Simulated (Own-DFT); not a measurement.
# Response to strain: wurtzite GaN, 96 atoms (Ga48N48)

These are calculations, not measurements. They come from Own-DFT, an in-house plane-wave density functional program, since retired, whose code no person has reviewed. Each row is one single-point run on a periodic cell that was not relaxed, without spin or spin-orbit coupling.

Settings of every run: PBE; PseudoDojo norm-conserving scalar-relativistic files (stringent for Ga); cutoff 96 hartree; 3 x 4 x 3 k mesh centred on Gamma; Gaussian smearing of 0.01 eV.

Known limits: forces on such cells passed a denser k mesh, each cell not checked; stress not checked against mesh or cutoff.

Unstrained cell vectors in Å: (12.756, 0.000, 0.000); (-4.784, 8.285, 0.000); (0.000, 0.000, 10.370). The unstrained cell has measured lattice constants (interpolated for alloys), not those of this functional. That, the random moves and any unrelaxed bonds set the pressure at no strain. Each run strains this cell uniformly, with the atoms carried along. Every atom was also moved at random, by a Gaussian of width 0.05 Å on each axis. Strain is the symmetric tensor, in per cent. Stress is positive in tension, and the pressure is minus a third of its trace.

| run | e_xx (%) | e_yy (%) | e_zz (%) | s_xx (GPa) | s_yy (GPa) | s_zz (GPa) | P (GPa) | E (meV/atom) |
|---|---|---|---|---|---|---|---|---|
| 1 | 0.00 | 0.00 | 3.00 | -4.32 | -5.09 | 5.01 | 1.47 | 0.0 |
| 2 | 0.00 | 0.00 | -0.75 | -8.79 | -8.16 | -10.09 | 9.02 | 24.8 |
| 3 | 0.00 | 0.00 | 1.00 | -5.99 | -7.46 | -3.40 | 5.62 | 22.8 |
| 4 | 0.00 | 0.00 | 2.00 | -5.26 | -5.41 | 1.05 | 3.20 | 2.9 |
| 5 | 0.00 | 0.00 | 2.25 | -4.94 | -4.94 | 1.97 | 2.64 | 0.2 |
| 6 | 0.00 | 0.00 | -1.00 | -7.40 | -7.58 | -12.79 | 9.26 | 26.6 |
| 7 | 0.00 | 0.00 | 2.50 | -6.32 | -4.66 | 3.13 | 2.61 | 11.3 |
| 8 | 0.00 | 0.00 | 1.25 | -6.63 | -4.68 | -1.99 | 4.43 | 0.8 |
| 9 | 0.00 | 0.00 | 0.50 | ? | ? | ? | ? | ? |

E is the free energy for each atom above the lowest run shown.

## Worked fit

The change of volume is close to e_xx + e_yy + e_zz. A straight line through the runs shown gives P = 7.34 - 200 x (fractional change of volume) GPa, with an error of 7 on the slope and a scatter of 0.27 GPa. The strain isn't the same on all axes and the cell isn't cubic, so the slope belongs to this path and is not the bulk modulus.

## Withheld run

Question: what pressure should run 9 give? Its volume changes by 0.50 %.

The line gives 6.3 GPa. The calculation gave 5.96 GPa.
